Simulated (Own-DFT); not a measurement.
# A layer strained by its substrate: wurtzite AlGaN with randomly placed atoms, 128 atoms (Al48Ga16N64)

Source: density functional calculations with Own-DFT, an unreviewed in-house program that is no longer used. Nothing was measured or relaxed, and spin and spin-orbit coupling are left out.

Common settings: PBE; PseudoDojo norm-conserving scalar-relativistic files (stringent for Ga); cutoff 96 hartree; 3 x 3 x 3 k mesh centred on Gamma; Gaussian smearing of 0.01 eV.

Caveats: k mesh not checked against a denser one; stress not checked against mesh or cutoff.

Unstrained cell vectors in Å: (12.525, 0.000, 0.000); (-6.263, 10.847, 0.000); (0.000, 0.000, 10.066). The unstrained cell has measured lattice constants (interpolated for alloys), not those of this functional. That, the random moves and any unrelaxed bonds set the pressure at no strain. Each run strains x and y alike by e, as a substrate would, and holds the height along z. Each coordinate of each atom was shifted by a normal deviate of width 0.05 Å. The random placing of the alloy's atoms differs from row to row. Stress is positive in tension.

```
e (%),u (Å),(s_xx + s_yy)/2 (GPa),s_zz (GPa)
-2.75,0.046,-23.67,-11.43
-2.50,0.050,-22.96,-9.88
-1.75,0.050,?,?
-0.75,0.050,-11.68,-6.71
-0.50,0.050,-9.28,-7.45
-0.25,0.051,-8.43,-6.34
0.75,0.050,-2.07,-5.44
1.75,0.048,2.43,-3.07
2.00,0.054,4.57,-5.40
2.75,0.049,7.34,-2.15
```

## What the rows give

With e as a fraction, the in-plane stress is -6.7 + 579 e - 2078 e² GPa (errors 10 and 590, scatter 0.53), and s_zz is -6.5 + 146 e GPa (slope ± 17, scatter 0.94). At e = 0 the first slope is C11 + C12 and the second 2 C13, both with the ions held to the strained lattice and at the cell's own pressure. The term in e² is negative: the layer stiffens under compression and softens under tension. A free layer would change its height as e changes, and the in-plane slope would drop by 2 C13²/C33 to the biaxial modulus. At fixed height, a misfit of 1 % moves the in-plane stress by about 5.8 GPa and s_zz by 1.5 GPa.

## The run left out

Q: what are the two stresses at e = -1.75 %?

Estimate: -17.5 and -9.1 GPa. The run itself gave -17.04 and -9.32 GPa.
